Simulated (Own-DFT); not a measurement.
Simulation results for HfO$_{2}$ (monoclinic hafnia, atoms displaced)

A calculation, not a measurement: plane-wave density functional theory by an unreviewed code, no spin, of a simulated periodic cell, stress positive in tension, run twice, with PBE and with PBEsol, both on files made for PBE, so the change isn't that of files made for PBEsol, hafnium file: forces about 75 meV/angstrom off all-electron values; oxygen file: force components 24 meV/angstrom off all-electron in one glass; forces on such cells passed a denser k mesh, this cell's mesh not checked; the far tail of each file's local potential was reset to the Coulomb form; each entry is a single point on an unrelaxed cell, so the pressure reflects the starting lattice, mostly measured values (interpolated for alloys), from which strain is counted, and rises with the displacements; printed positions are rounded, which can move forces by about a meV/angstrom; the program, named Own-DFT, is a retired in-house code; no spin-orbit coupling; stress was not checked against mesh or cutoff. Program: Own-DFT development build.

Settings shared by all entries: functional PBE, then PBEsol; potential files PseudoDojo norm-conserving, scalar-relativistic, standard set; wave cutoff 72 hartree; occupations Fermi-Dirac; smearing width 0.1 eV; k mesh 2 x 2 x 2 centred on Gamma.

(1) 
```xyz
96
Lattice="10.2340 0.0000 0.0000 0.0000 10.3500 0.0000 -1.6955 0.0000 10.4453" Properties=species:S:1:pos:R:3:PBE_force_x:R:1:PBE_force_y:R:1:PBE_force_z:R:1:PBEsol_force_x:R:1:PBEsol_force_y:R:1:PBEsol_force_z:R:1 formula=HfO2 PBE_pressure=5.28 PBE_stress_xx=-5.2 PBE_stress_yy=-5.16 PBE_stress_zz=-5.48 PBE_stress_yz=0.14 PBE_stress_xz=-0.01 PBE_stress_xy=-0.5 PBEsol_pressure=-1.18 PBEsol_stress_xx=1.3 PBEsol_stress_yy=1.26 PBEsol_stress_zz=0.99 PBEsol_stress_yz=0.15 PBEsol_stress_xz=0.34 PBEsol_stress_xy=-0.49 rms_change_of_force_components_from_PBE_to_PBEsol=0.045
Hf     1.2519     0.1969     1.1192     -0.356      0.406     -0.994     -0.336      0.436     -0.998
Hf     3.4324     2.8163     1.4256      0.365      0.667      1.667       0.37      0.723      1.645
Hf     3.0360     5.0121     4.0994     -0.141     -1.474       0.16     -0.191     -1.478      0.169
Hf     0.7328     2.3718     3.7322      1.696      1.036      -0.45      1.638      0.986     -0.456
O      0.0879     1.7671     1.7252     -0.341      0.527      0.892     -0.346      0.519      0.916
O      4.6466     4.3130     0.8676     -0.006      0.189     -1.266      -0.02      0.194     -1.286
O      4.1997     3.4214     3.3249      0.416     -0.019      1.102        0.4     -0.035      1.011
O     -0.3448     0.8273     4.3846      0.482     -0.009       0.53      0.459     -0.012      0.577
O      1.8811     4.0492     2.5925     -0.458     -1.838     -1.588     -0.374     -1.775     -1.546
O      2.8143     1.3905     0.0197      0.126     -1.098      0.743      0.071     -1.066      0.736
O      2.3407     1.2024     2.6533      0.438      0.029      1.076      0.347      0.022      1.024
O      1.5158     3.8401     5.0339     -0.509     -0.591      0.965     -0.447     -0.567      0.922
Hf     0.3370     0.1678     6.3032      0.802       0.84      0.964      0.806      0.858      0.901
Hf     2.5639     2.7473     6.8112      0.961       0.92     -0.832       0.93      0.921     -0.785
Hf     2.1796     5.0177     9.3752      0.067      -1.24     -0.243      0.036     -1.245     -0.189
Hf    -0.1173     2.4144     8.8665      0.692      0.068      0.892       0.66      0.027      0.837
O     -0.7781     1.8144     7.0212     -0.062     -1.276     -1.252     -0.065     -1.228     -1.151
O      3.8031     4.2734     6.0957      0.257      0.616     -0.489      0.264      0.622     -0.517
O      3.3267     3.3790     8.6981     -0.017      1.031      0.685     -0.013      0.978      0.615
O     -1.2776     0.9609     9.6469      0.574     -0.818      0.227      0.556     -0.821      0.263
O      1.0782     3.8686     7.7058     -0.406      1.301      0.249     -0.338      1.259      0.242
O      1.9746     1.3059     5.4660     -0.443     -0.733     -1.824     -0.493     -0.724     -1.752
O      1.4958     1.2607     7.9410      0.307      -1.39      0.339      0.258     -1.334      0.319
O      0.6215     3.8800    10.3191      0.172     -0.044      0.082      0.238     -0.033      0.084
Hf     1.1904     5.3769     1.0725      1.289      0.551      0.078      1.257      0.594      0.056
Hf     3.4468     7.9597     1.5094     -0.867     -1.536      0.262     -0.877     -1.475      0.282
Hf     3.0598    10.0923     4.2028     -1.362      1.146     -1.714     -1.334      1.045     -1.623
Hf     0.7904     7.5557     3.6568     -0.328     -1.166      0.356     -0.323      -1.19      0.293
O      0.1061     6.8589     1.8163     -1.378      0.846     -0.425     -1.309       0.83     -0.358
O      4.6084     9.4515     0.8273      0.324       0.65      -0.47      0.317      0.656     -0.511
O      4.1739     8.5848     3.4382     -0.353      0.565     -0.401     -0.349      0.539     -0.429
O     -0.3417     6.0340     4.3993     -0.144      -0.05      0.023     -0.131     -0.064      0.072
O      1.8431     9.0113     2.5173      0.729          1     -0.131      0.766      0.959     -0.137
O      2.8822     6.4906     0.0850     -0.305      0.895      0.037     -0.335      0.861      0.033
O      2.3707     6.4016     2.6277      0.866      0.988      0.671      0.785      0.965      0.657
O      1.4691     9.0065     5.1964     -0.208      0.113     -0.876      -0.13      0.134     -0.842
Hf     0.4312     5.3940     6.3419     -0.922     -0.706     -1.111     -0.915     -0.637     -1.113
Hf     2.6685     8.0213     6.7476     -1.653     -2.162      0.012     -1.596      -2.06      0.056
Hf     2.2956    10.1589     9.3644     -1.422      0.486     -0.657     -1.381      0.467     -0.607
Hf     0.0313     7.6141     8.8941     -1.795      -1.47      0.643     -1.717     -1.475      0.581
O     -0.7771     6.8421     7.0378     -0.329      0.973      0.186     -0.313      0.967      0.225
O      3.7130     9.5002     5.9972      1.547      0.776      0.471      1.502       0.77      0.398
O      3.4371     8.5814     8.5619     -1.188      1.968      1.344     -1.168      1.894      1.249
O     -1.1734     6.0049     9.6283      0.157      0.995       -0.4      0.139      0.939     -0.325
O      1.0010     9.0331     7.7660      0.745      1.279     -0.404      0.774      1.219     -0.395
O      1.9237     6.4381     5.2663      0.842      1.242      0.732       0.76      1.185        0.7
O      1.4698     6.4657     7.9424      1.216     -0.622       0.05       1.11     -0.601       0.06
O      0.4950     9.0428    10.3641       1.33     -0.049     -0.045      1.346     -0.051     -0.034
Hf     6.2969     0.2088     1.1139      1.763      0.387      -0.16      1.733      0.417     -0.181
Hf     8.5886     2.8037     1.4908     -0.337     -0.122      0.197      -0.33     -0.096      0.196
Hf     8.1768     4.9189     4.1725     -0.304       2.26      0.142      -0.31      2.164      0.169
Hf     5.9791     2.3160     3.7261     -0.446      2.808     -1.375     -0.436        2.7     -1.379
O      5.2980     1.8057     1.7869     -0.627     -0.636     -0.421     -0.593     -0.632     -0.358
O      9.7653     4.3312     0.7017     -0.804     -1.411      2.137     -0.794     -1.345      2.032
O      9.2279     3.3814     3.5527      1.387      -1.47     -1.274      1.365      -1.44     -1.291
O      4.8694     0.8639     4.4215       -1.8     -1.231     -0.274     -1.733     -1.216     -0.197
O      7.0431     3.9763     2.5841     -0.006     -1.029     -1.393      0.067     -1.014     -1.345
O      8.0216     1.3215     0.0351     -1.162      0.698      1.477      -1.18      0.691      1.439
O      7.5457     1.1746     2.7089     -0.308      0.814     -0.104     -0.371      0.798     -0.081
O      6.6027     3.8727     5.1317      -0.86     -0.945      0.388     -0.773     -0.917       0.39
Hf     5.4525     0.1913     6.2829      1.344      0.179      1.823       1.33      0.222      1.752
Hf     7.6265     2.7205     6.7533      1.762      2.383      1.467      1.719      2.366      1.457
Hf     7.2635     5.0424     9.4409      1.857     -1.345     -2.424      1.818     -1.355     -2.338
Hf     5.1125     2.4214     8.9722      0.288     -0.619     -1.545      0.288     -0.634     -1.525
O      4.3524     1.7872     7.0226      0.631     -1.084      -0.26      0.612     -1.053     -0.204
O      8.8809     4.4019     6.0824     -0.307     -1.182      0.237     -0.295     -1.131      0.155
O      8.4753     3.4619     8.6409     -0.883      0.541      0.093     -0.848      0.488      0.053
O      3.9230     0.9597     9.6310     -0.894     -1.863      0.829     -0.884     -1.843      0.854
O      6.2006     3.8913     7.8113     -0.685      0.457     -0.866     -0.611      0.425     -0.842
O      7.1332     1.3413     5.3840     -0.403      -0.74     -1.022     -0.448     -0.723         -1
O      6.6148     1.1176     7.9480      0.012      1.409     -0.814     -0.039      1.395       -0.8
O      5.7511     3.8014    10.3135     -0.175      0.982      1.234     -0.102      0.957       1.19
Hf     6.3707     5.4213     0.9998      0.427     -1.577      2.542      0.389     -1.475       2.48
Hf     8.5000     8.0344     1.5042       1.55      -0.92        1.2      1.485     -0.838      1.197
Hf     8.1681    10.1878     4.1741     -0.597     -2.225     -1.173      -0.59     -2.216     -1.129
Hf     5.8668     7.5408     3.6943      2.654     -0.791      0.065      2.601     -0.821      0.055
O      5.2074     6.7516     1.7589     -1.776      2.639      1.124     -1.717      2.584       1.12
O      9.7126     9.5053     0.7487       0.91     -0.364      1.253      0.871     -0.332      1.171
O      9.3386     8.6411     3.3437     -0.128      0.716       0.64      -0.13      0.674      0.573
O      4.7147     6.1290     4.4596      0.031     -0.668      0.279      0.049     -0.664      0.302
O      7.0528     9.0491     2.5035     -1.441      0.905     -0.123      -1.33       0.88     -0.138
O      7.9918     6.5292     0.1400     -0.521      0.051     -0.629     -0.567      0.033     -0.627
O      7.4902     6.4037     2.7344      0.001      0.661     -0.523     -0.066      0.651     -0.516
O      6.5725     9.0462     5.0602     -0.352      0.013      0.373     -0.291      0.026      0.358
Hf     5.5167     5.3436     6.2896     -0.375       0.39      0.351     -0.374      0.405      0.304
Hf     7.7673     7.9416     6.7691     -0.933     -0.411     -1.274     -0.907     -0.358     -1.205
Hf     7.3570    10.1152     9.3859     -0.922      0.786     -0.926     -0.903      0.747     -0.867
Hf     5.1507     7.5356     8.9230      0.113      1.008     -0.836      0.105      0.954     -0.859
O      4.2978     6.9451     7.0327      1.389       -1.4     -0.296      1.352     -1.328     -0.237
O      8.8823     9.4600     5.9926      0.455       0.19      0.403      0.446      0.215      0.349
O      8.4079     8.6313     8.5547      1.655     -0.487      1.009      1.601     -0.494       0.93
O      3.9010     6.1503     9.6784     -0.152     -0.744     -0.651      -0.13     -0.744      -0.58
O      6.1268     9.0597     7.6980     -0.294     -0.334     -0.175     -0.232     -0.338     -0.167
O      7.1215     6.5182     5.3028     -0.916      0.095      0.539     -0.952      0.078      0.533
O      6.6775     6.4147     7.9705     -0.611      0.177     -0.458     -0.657      0.189      -0.43
O      5.7236     9.0705    10.3794     -0.617     -0.763     -0.667     -0.527     -0.749     -0.632
```

Units: PBE_pressure, PBE_stress_xx, PBE_stress_yy, PBE_stress_zz, PBE_stress_yz, PBE_stress_xz, PBE_stress_xy, PBEsol_pressure, PBEsol_stress_xx, PBEsol_stress_yy, PBEsol_stress_zz, PBEsol_stress_yz, PBEsol_stress_xz, PBEsol_stress_xy in GPa; rms_change_of_force_components_from_PBE_to_PBEsol, PBE_force_x, PBE_force_y, PBE_force_z, PBEsol_force_x, PBEsol_force_y, PBEsol_force_z in eV/Å.

(2) 
```xyz
96
Lattice="10.2340 0.0000 0.0000 0.0000 10.3500 0.0000 -1.6955 0.0000 10.4453" Properties=species:S:1:pos:R:3:PBE_force_x:R:1:PBE_force_y:R:1:PBE_force_z:R:1:PBEsol_force_x:R:1:PBEsol_force_y:R:1:PBEsol_force_z:R:1 formula=HfO2 PBE_pressure=6.57 PBE_stress_xx=-6.36 PBE_stress_yy=-6.6 PBE_stress_zz=-6.75 PBE_stress_yz=0.82 PBE_stress_xz=-0.38 PBE_stress_xy=-0.65 PBEsol_pressure=0.09 PBEsol_stress_xx=0.11 PBEsol_stress_yy=-0.18 PBEsol_stress_zz=-0.22 PBEsol_stress_yz=0.77 PBEsol_stress_xz=-0.01 PBEsol_stress_xy=-0.66 rms_change_of_force_components_from_PBE_to_PBEsol=0.054
Hf     1.2446     0.1488     1.0844     -1.609      2.053      0.768     -1.566      2.038      0.747
Hf     3.4632     2.7973     1.5076      0.542      0.368       0.48      0.545      0.428      0.494
Hf     2.9964     4.9270     4.1395      1.716     -0.064      0.704      1.674     -0.108      0.732
Hf     0.7239     2.3926     3.7564      0.161     -0.343     -1.602      0.163     -0.413     -1.617
O      0.0258     1.7408     1.7694      0.797     -0.806      0.156      0.783     -0.766       0.21
O      4.6371     4.3335     0.8702     -1.226     -0.779     -0.762     -1.204     -0.764     -0.793
O      4.2462     3.3877     3.4116     -3.069      2.077     -0.011     -2.996      2.002     -0.062
O     -0.4031     0.8814     4.4363      0.371     -0.096      0.385      0.384     -0.107      0.425
O      1.8633     3.9339     2.4647      0.304     -0.335      0.679      0.357     -0.306      0.653
O      2.7919     1.3716     0.0534        0.6     -1.266      0.926      0.518     -1.243      0.882
O      2.2104     1.2614     2.7557      1.281      0.016     -0.275      1.176      0.001     -0.256
O      1.5531     3.8828     5.1605      -1.36     -1.243     -0.873     -1.257     -1.207     -0.856
Hf     0.3725     0.2019     6.3196     -0.469     -0.162     -0.434     -0.458     -0.081     -0.453
Hf     2.6336     2.6866     6.7653      0.748      2.219     -0.528      0.725      2.233     -0.488
Hf     2.1616     4.9122     9.3497      0.391       0.48     -0.223      0.371      0.429     -0.227
Hf    -0.0885     2.2885     8.9812      0.698      2.554     -1.167      0.678      2.425     -1.154
O     -0.6446     1.7268     7.0621     -1.555      0.362     -0.994     -1.494       0.34     -0.911
O      3.8135     4.2698     6.0022      0.507     -0.241      0.514      0.482     -0.223       0.45
O      3.3524     3.4827     8.5702      0.116     -0.481      0.501      0.101     -0.492       0.44
O     -1.1921     0.8917     9.6134     -1.661     -2.535      0.649     -1.604     -2.466      0.672
O      1.0712     4.0171     7.6505      0.015     -1.912      0.861      0.088     -1.844      0.829
O      1.9281     1.2972     5.3102      0.075      0.225      0.819      0.009      0.204      0.803
O      1.5442     1.2444     7.9685      0.502     -0.172     -0.502      0.433     -0.171     -0.479
O      0.5636     3.7677    10.2950        0.6      1.411       0.58      0.667      1.364      0.564
Hf     1.2870     5.4500     1.1964     -1.192      -1.84     -2.673     -1.131     -1.737     -2.593
Hf     3.4549     8.0061     1.3958      1.663     -0.705       2.89      1.598     -0.624      2.815
Hf     2.9412    10.1228     4.1132      1.922      0.815     -0.671      1.834      0.721     -0.626
Hf     0.8597     7.4591     3.7023      0.068      1.661      1.029      0.057      1.552      0.964
O      0.0944     6.9244     1.8985     -0.497     -0.701     -0.912     -0.459     -0.677     -0.822
O      4.5750     9.5055     0.7724      1.125      0.627     -0.107      1.068      0.603     -0.159
O      4.1777     8.6606     3.4336      0.699     -0.534      -0.66      0.655     -0.522     -0.678
O     -0.3928     6.0766     4.4435      0.267      0.254     -0.831      0.277       0.22     -0.778
O      1.8981     9.1566     2.4979     -0.114     -1.345      0.257     -0.051     -1.293      0.236
O      2.7955     6.5601     0.0881      0.296     -0.843       0.63      0.218     -0.798      0.626
O      2.3605     6.3728     2.6334      0.718      1.021      1.414      0.598      0.985      1.371
O      1.6221     9.0403     5.1590      -2.18     -0.444     -0.216     -2.041     -0.411     -0.207
Hf     0.2762     5.3466     6.3126      3.218      1.868      1.246      3.143      1.862      1.199
Hf     2.6278     8.0789     6.7760     -0.037     -2.874     -0.713      -0.01      -2.75     -0.674
Hf     2.1366    10.1830     9.3148      1.221     -0.284      1.261      1.173     -0.312      1.258
Hf    -0.0237     7.5328     8.9942       0.46      0.186     -1.811      0.478      0.112     -1.789
O     -0.7677     6.8975     7.0684     -0.533      0.323     -0.256     -0.516      0.318     -0.201
O      3.8494     9.4678     5.9878      -0.93     -0.092     -0.054     -0.916     -0.082     -0.091
O      3.3196     8.6209     8.5866     -0.246      1.385      1.619     -0.235      1.333      1.515
O     -1.1481     6.1339     9.6471     -2.396     -2.344      1.277      -2.32     -2.273      1.277
O      0.9669     9.0367     7.8143      0.487      1.435      -1.02      0.554      1.402      -0.99
O      1.9378     6.5362     5.3319       0.06     -0.078     -0.196     -0.006     -0.078     -0.229
O      1.5102     6.3741     8.0244      0.219      1.196     -0.225      0.134       1.16      -0.18
O      0.6478     8.9968    10.4282     -0.985       0.73     -1.533     -0.891      0.709     -1.482
Hf     6.3944     0.2212     1.0947     -0.342      1.154      0.829     -0.289      1.173      0.782
Hf     8.5436     2.8327     1.4876     -1.161     -2.012      0.448     -1.139     -1.898      0.472
Hf     8.2100     4.9484     4.0748     -1.656     -0.639     -0.608     -1.625     -0.682     -0.572
Hf     5.8365     2.3894     3.7657      4.293      0.679     -1.514      4.186      0.608     -1.519
O      5.2299     1.7903     1.8841      -0.96     -1.219     -1.878     -0.931     -1.155     -1.772
O      9.6758     4.2692     0.9154      2.007      3.088     -1.778      1.926      2.999     -1.762
O      9.2705     3.4415     3.2881      1.089      0.605      2.463      1.051      0.577      2.356
O      4.8161     1.0021     4.4890     -3.342     -3.065     -0.059      -3.22     -3.002     -0.005
O      7.0153     3.9077     2.4446     -0.174      0.612      0.695     -0.087      0.599      0.661
O      7.9212     1.3324     0.1569     -0.074     -0.225     -1.038     -0.141      -0.23     -1.001
O      7.4640     1.2564     2.7314      0.171     -1.069      0.098        0.1      -1.05      0.076
O      6.6684     3.8612     5.0362     -0.372      0.701      1.727     -0.306      0.693      1.696
Hf     5.5038     0.1206     6.1768      1.338      2.363      1.316      1.303      2.355      1.257
Hf     7.7083     2.8070     6.7616      0.118     -1.288     -0.551      0.086     -1.244     -0.493
Hf     7.2536     5.0230     9.4078       1.28     -1.226       0.02      1.194     -1.213       0.04
Hf     5.0735     2.3901     8.8997      0.163     -0.121      0.898      0.176     -0.174      0.818
O      4.4796     1.6950     7.0424     -2.411      0.473     -0.574      -2.35      0.488     -0.499
O      8.9237     4.3549     5.9716     -1.817     -1.866      0.366      -1.77     -1.785      0.302
O      8.3855     3.3040     8.6381     -0.065      1.806      0.682     -0.064      1.725      0.593
O      3.9699     0.8643     9.5923     -1.336      -0.93      0.415     -1.295     -0.913      0.449
O      6.0862     3.8759     7.7846      0.864      1.252     -0.893      0.898      1.211     -0.882
O      7.1186     1.3431     5.3034      0.397     -0.031      1.159      0.317     -0.025      1.137
O      6.5968     1.3745     7.9541      1.847     -2.062      0.282      1.747     -1.979      0.286
O      5.6757     3.9118    10.4017      0.978     -1.267     -2.161      1.019     -1.204     -2.099
Hf     6.4211     5.3694     1.0033     -1.096     -0.497      2.265      -1.07     -0.449      2.187
Hf     8.5643     7.9216     1.5635      0.182       1.11     -0.601      0.162       1.16     -0.553
Hf     8.1768    10.0304     4.1220     -1.095      2.887     -0.728     -1.066      2.775     -0.677
Hf     5.9516     7.4863     3.6518     -2.194     -0.064      0.423      -2.12     -0.118      0.399
O      5.2168     6.7983     1.6924     -1.367      2.345      1.348      -1.31      2.291      1.349
O      9.7239     9.4692     0.8386      0.361     -0.113     -0.715      0.348     -0.098     -0.736
O      9.3679     8.6803     3.3839      1.147     -1.372      0.147      1.084      -1.36      0.098
O      4.6922     6.0120     4.4514      0.872      0.756     -0.323      0.864      0.712     -0.277
O      7.0556     9.0547     2.4771     -0.667     -0.233      0.412      -0.57      -0.24      0.398
O      7.8996     6.5442     0.0360      1.391      0.498      0.644      1.294      0.455      0.624
O      7.4533     6.3989     2.7190      1.207      0.328     -0.257       1.12      0.336     -0.248
O      6.6241     9.0115     5.1380     -0.443      -0.54     -1.199     -0.364     -0.514     -1.148
Hf     5.5994     5.3398     6.3678     -2.214      0.972      -1.34     -2.145      0.984     -1.345
Hf     7.7170     8.0007     6.7507       0.31     -1.193     -0.235      0.293     -1.114     -0.207
Hf     7.2649    10.1191     9.3154      0.214       1.22      0.712      0.205      1.144       0.73
Hf     5.0417     7.6662     8.9357      0.012     -2.051      -0.21     -0.009     -2.061      -0.26
O      4.3896     7.0269     7.1098      0.287     -1.405     -1.055      0.281     -1.316     -0.954
O      8.8735     9.4586     5.9700      1.247      0.105      0.932      1.197      0.117      0.856
O      8.4104     8.6243     8.5974       0.23      0.574      0.809      0.194      0.553      0.735
O      3.9983     5.9982     9.6916     -1.277      0.722     -2.257     -1.226      0.693     -2.133
O      6.1036     9.1011     7.6366      0.518     -0.151      1.705      0.562     -0.171      1.658
O      7.0212     6.5576     5.3086      0.443     -0.496      0.108      0.362     -0.483      0.109
O      6.7528     6.3657     7.9290     -0.531       0.45     -0.048     -0.567      0.428     -0.046
O      5.7502     9.0568    10.4180     -0.161     -0.312      -1.28     -0.095     -0.285     -1.246
```

Units: PBE_pressure, PBE_stress_xx, PBE_stress_yy, PBE_stress_zz, PBE_stress_yz, PBE_stress_xz, PBE_stress_xy, PBEsol_pressure, PBEsol_stress_xx, PBEsol_stress_yy, PBEsol_stress_zz, PBEsol_stress_yz, PBEsol_stress_xz, PBEsol_stress_xy in GPa; rms_change_of_force_components_from_PBE_to_PBEsol, PBE_force_x, PBE_force_y, PBE_force_z, PBEsol_force_x, PBEsol_force_y, PBEsol_force_z in eV/Å.
